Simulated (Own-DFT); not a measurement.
# Strain and stress in wurtzite AlGaN with randomly placed atoms, 72 atoms (Al27Ga9N36)

These are calculations, not measurements. They come from Own-DFT, an in-house plane-wave density functional program, since retired, whose code no person has reviewed. Each row is one single-point run on a periodic cell that was not relaxed, without spin or spin-orbit coupling.

Settings of every run: PBE; PseudoDojo norm-conserving scalar-relativistic files (stringent for Ga); cutoff 96 hartree; 4 x 4 x 3 k mesh centred on Gamma; Gaussian smearing of 0.01 eV.

Known limits: forces on such cells passed a denser k mesh, each cell not checked; stress not checked against mesh or cutoff.

Unstrained cell vectors in Å: (9.394, 0.000, 0.000); (-4.697, 8.135, 0.000); (0.000, 0.000, 10.066). The unstrained cell has measured lattice constants (interpolated for alloys), not those of this functional. That, the random moves and any unrelaxed bonds set the pressure at no strain. Each run strains this cell uniformly, with the atoms carried along. Every atom was also moved at random, by a Gaussian of width 0.05 Å on each axis. The random placing of the alloy's atoms differs from row to row. Strain is the symmetric tensor, in per cent. Stress is positive in tension, and the pressure is minus a third of its trace.

```
run  e_xx (%)  e_yy (%)  e_zz (%)  s_xx (GPa)  s_yy (GPa)  s_zz (GPa)  P (GPa)  E (meV/atom)
  1      0.25      0.25      0.00       -4.67       -3.48       -9.55     5.90          32.0
  2      1.75      1.75      0.00        3.20        4.02       -3.92    -1.10           0.0
  3      1.25      1.25      0.00        1.10        0.24       -6.48     1.71          25.6
  4      2.25      2.25      0.00        5.86        4.90       -4.35    -2.14          25.1
  5     -2.50     -2.50      0.00      -23.67      -23.69       -9.25    18.87          80.1
  6     -0.50     -0.50      0.00       -9.46      -10.15       -7.29     8.97          45.2
  7      0.50      0.50      0.00       -4.75       -3.02       -5.61     4.46          20.4
  8     -0.25     -0.25      0.00       -7.52       -8.34       -6.56     7.47          26.8
  9     -1.00     -1.00      0.00           ?           ?           ?        ?             ?
```

E is the free energy for each atom above the lowest run shown.

## Worked fit

The change of volume is close to e_xx + e_yy + e_zz. A straight line through the runs shown gives P = 7.10 - 223 x (fractional change of volume) GPa, with an error of 8 on the slope and a scatter of 0.63 GPa. The strain isn't the same on all axes and the cell isn't cubic, so the slope belongs to this path and is not the bulk modulus.

## Withheld run

Question: what pressure should run 9 give? Its volume changes by -1.99 %.

The line gives 11.5 GPa. The calculation gave 10.71 GPa.
